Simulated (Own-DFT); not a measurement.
InGa₃As₄ (zincblende random alloy, strained, atoms displaced) (calculated)

Computed with Own-DFT development build. A calculation, not a measurement: plane-wave PBE density functional theory by an unreviewed code, no spin, of a simulated periodic cell, stress positive in tension, free energy of the whole cell less one offset for each atom, forces on such cells passed a denser k mesh, this cell's mesh not checked; offsets are fitted by least squares, one for each functional and potential file, so energies compare only between cells with the same atoms and settings and are not formation energies; the far tail of each file's local potential was reset to the Coulomb form; each entry is a single point on an unrelaxed cell, so the pressure reflects the starting lattice, mostly measured values, from which strain is counted, and rises with the displacements; printed positions are rounded, which can move forces by about a meV/angstrom; the program is a retired in-house code; no spin-orbit coupling.

### InGa₃As₄ (zincblende random alloy, strained, atoms displaced)

```cif
# cell vector a (Å): 11.3066 0.0000 0.0000
# cell vector b (Å): 0.0000 11.3066 0.0000
# cell vector c (Å): 0.0000 0.0000 11.7318
data_InGa3As4
_symmetry_space_group_name_H-M 'P 1'
_symmetry_Int_Tables_number 1
_cell_length_a 11.3066
_cell_length_b 11.3066
_cell_length_c 11.7318
_cell_angle_alpha 90.000
_cell_angle_beta 90.000
_cell_angle_gamma 90.000
_cell_volume 1499.78
loop_
_atom_site_label
_atom_site_type_symbol
_atom_site_fract_x
_atom_site_fract_y
_atom_site_fract_z
_atom_site_occupancy
Ga1 Ga 0.99713 0.99564 0.00532 1
Ga2 Ga 0.99289 0.25223 0.25120 1
Ga3 Ga 0.25788 0.00442 0.25571 1
Ga4 Ga 0.24970 0.24304 0.00706 1
As1 As 0.12504 0.13338 0.13065 1
As2 As 0.11805 0.37262 0.37797 1
As3 As 0.38021 0.12586 0.37685 1
As4 As 0.37511 0.36769 0.12426 1
In1 In 0.99928 0.00229 0.49903 1
Ga5 Ga 0.00319 0.25298 0.74863 1
Ga6 Ga 0.24866 0.99833 0.74427 1
Ga7 Ga 0.25247 0.24823 0.49229 1
As5 As 0.11848 0.12512 0.62696 1
As6 As 0.12188 0.37577 0.87420 1
As7 As 0.37765 0.13078 0.87457 1
As8 As 0.37508 0.37918 0.63132 1
Ga8 Ga 0.99159 0.50500 0.99743 1
Ga9 Ga 0.00189 0.74852 0.25011 1
In2 In 0.24675 0.50207 0.25091 1
Ga10 Ga 0.25069 0.75327 0.99909 1
As9 As 0.12863 0.62410 0.12902 1
As10 As 0.12117 0.88206 0.38107 1
As11 As 0.37497 0.62781 0.37567 1
As12 As 0.37141 0.87634 0.12099 1
In3 In 0.99425 0.49543 0.49770 1
Ga11 Ga 0.00340 0.75836 0.74630 1
Ga12 Ga 0.24609 0.49987 0.74087 1
Ga13 Ga 0.25000 0.75299 0.49354 1
As13 As 0.13317 0.62601 0.62670 1
As14 As 0.13237 0.88157 0.87982 1
As15 As 0.36738 0.62787 0.88035 1
As16 As 0.37475 0.87124 0.62743 1
Ga14 Ga 0.49942 0.00261 0.00057 1
In4 In 0.50237 0.24724 0.24716 1
Ga15 Ga 0.75240 0.00007 0.24447 1
Ga16 Ga 0.75214 0.24932 0.99852 1
As17 As 0.62624 0.12332 0.11800 1
As18 As 0.62127 0.37758 0.37397 1
As19 As 0.87557 0.12924 0.37383 1
As20 As 0.86959 0.37417 0.12233 1
Ga17 Ga 0.49966 0.00086 0.50165 1
Ga18 Ga 0.49696 0.25313 0.74775 1
In5 In 0.75352 0.00030 0.75537 1
In6 In 0.75501 0.24342 0.50174 1
As21 As 0.61960 0.12295 0.62012 1
As22 As 0.61916 0.37344 0.87911 1
As23 As 0.87054 0.12449 0.87057 1
As24 As 0.88142 0.37981 0.62481 1
In7 In 0.50462 0.50296 0.99217 1
Ga19 Ga 0.49773 0.74874 0.24182 1
Ga20 Ga 0.75019 0.49472 0.25205 1
Ga21 Ga 0.75619 0.75238 0.00453 1
As25 As 0.62202 0.62793 0.12161 1
As26 As 0.62812 0.87006 0.37945 1
As27 As 0.88026 0.62373 0.37315 1
As28 As 0.87712 0.86733 0.12286 1
In8 In 0.50545 0.49992 0.49348 1
Ga22 Ga 0.50111 0.75009 0.74908 1
Ga23 Ga 0.75428 0.49601 0.74290 1
Ga24 Ga 0.74909 0.75071 0.50078 1
As29 As 0.62436 0.62220 0.62921 1
As30 As 0.62028 0.88771 0.86842 1
As31 As 0.87242 0.62903 0.87665 1
As32 As 0.87601 0.87285 0.62545 1
```

Settings of this run: functional PBE, potential files PseudoDojo norm-conserving, scalar-relativistic, standard set, wave cutoff 42 hartree, occupations Fermi-Dirac, smearing width 0.1 eV and k mesh 3 x 3 x 3 centred on Gamma.

It finds free energy of cell above offsets -20.997 eV; pressure 6.08 GPa; stress xx -6.69 GPa; stress yy -6.74 GPa; stress zz -4.81 GPa; stress yz -0.48 GPa; stress xz 0.36 GPa; stress xy 0.7 GPa.

Force:
| element | x (eV/Å) | y (eV/Å) | z (eV/Å) |
| --- | --- | --- | --- |
| Ga | 0.453 | 0.812 | -0.34 |
| Ga | 0.379 | 0.263 | -0.308 |
| Ga | -0.779 | -0.282 | -0.391 |
| Ga | -0.003 | 0.69 | -1.002 |
| As | -0.507 | -1.191 | 0.206 |
| As | 0.923 | -1.6 | -0.774 |
| As | -0.609 | -0.904 | 0.854 |
| As | -0.76 | 0.684 | -0.948 |
| In | -0.923 | 0.314 | 0.614 |
| Ga | -0.3 | -0.057 | 0.498 |
| Ga | 0.35 | 0.542 | 0.519 |
| Ga | -0.372 | 0.243 | 1.074 |
| As | 1.689 | 1.034 | 0.498 |
| As | 0.395 | 0.122 | 0.452 |
| As | -0.579 | -0.626 | -0.103 |
| As | -0.496 | -0.892 | -0.757 |
| Ga | 0.692 | -0.247 | 0.255 |
| Ga | 0.393 | 0.17 | 0.148 |
| In | 0.8 | -1.279 | 0.506 |
| Ga | -0.467 | -0.246 | 0.347 |
| As | -1.636 | 1.392 | -1.961 |
| As | 1.68 | -1.644 | -2.206 |
| As | 0.029 | 1.443 | -0.386 |
| As | 0.333 | 0.382 | 0.52 |
| In | 1.457 | 1.596 | 0.454 |
| Ga | 0.484 | -0.614 | 0.757 |
| Ga | 0.179 | -0.027 | 1.52 |
| Ga | 0.014 | 0.017 | 0.54 |
| As | -0.671 | 0.995 | -0.453 |
| As | -0.805 | -0.157 | -0.398 |
| As | -0.354 | 0.417 | -1.807 |
| As | -0.01 | 0.256 | -0.664 |
| Ga | -0.341 | -0.079 | -0.396 |
| In | 0.354 | -0.042 | -0.074 |
| Ga | -0.168 | -0.242 | 0.359 |
| Ga | -0.309 | -0.063 | -0.356 |
| As | 0.992 | -0.74 | -0.174 |
| As | 2.132 | -0.715 | -1.006 |
| As | 0.059 | -0.948 | -2.28 |
| As | 0.373 | 0.193 | 0.159 |
| Ga | -0.173 | -0.772 | -0.104 |
| Ga | 0.37 | -0.236 | 0.158 |
| In | -0.519 | -0.035 | -2.1 |
| In | -0.887 | 1.36 | 0.341 |
| As | -0.821 | 0.129 | 1.003 |
| As | 2.265 | -1.492 | -2.237 |
| As | 2.277 | 1.753 | 1.926 |
| As | -1.145 | -1.537 | 2.071 |
| In | -1.45 | 0.228 | 1.195 |
| Ga | 0.035 | 0.338 | 0.626 |
| Ga | -0.232 | 0.741 | -0.305 |
| Ga | -1.337 | -0.09 | -0.974 |
| As | 1.499 | 0.455 | 1.182 |
| As | -0.54 | 0.661 | -0.924 |
| As | -1.665 | 1.165 | -0.956 |
| As | 0.215 | 0.757 | 0.872 |
| In | -1.125 | 0.612 | 1.371 |
| Ga | -0.248 | -0.112 | 0.663 |
| Ga | -0.482 | 0.205 | 1.173 |
| Ga | 0.341 | -0.661 | 0.29 |
| As | 0.916 | 0.909 | 0.341 |
| As | -1.091 | -2.433 | 2.033 |
| As | 0.06 | 0.111 | -0.866 |
| As | -0.335 | -1.028 | -0.274 |
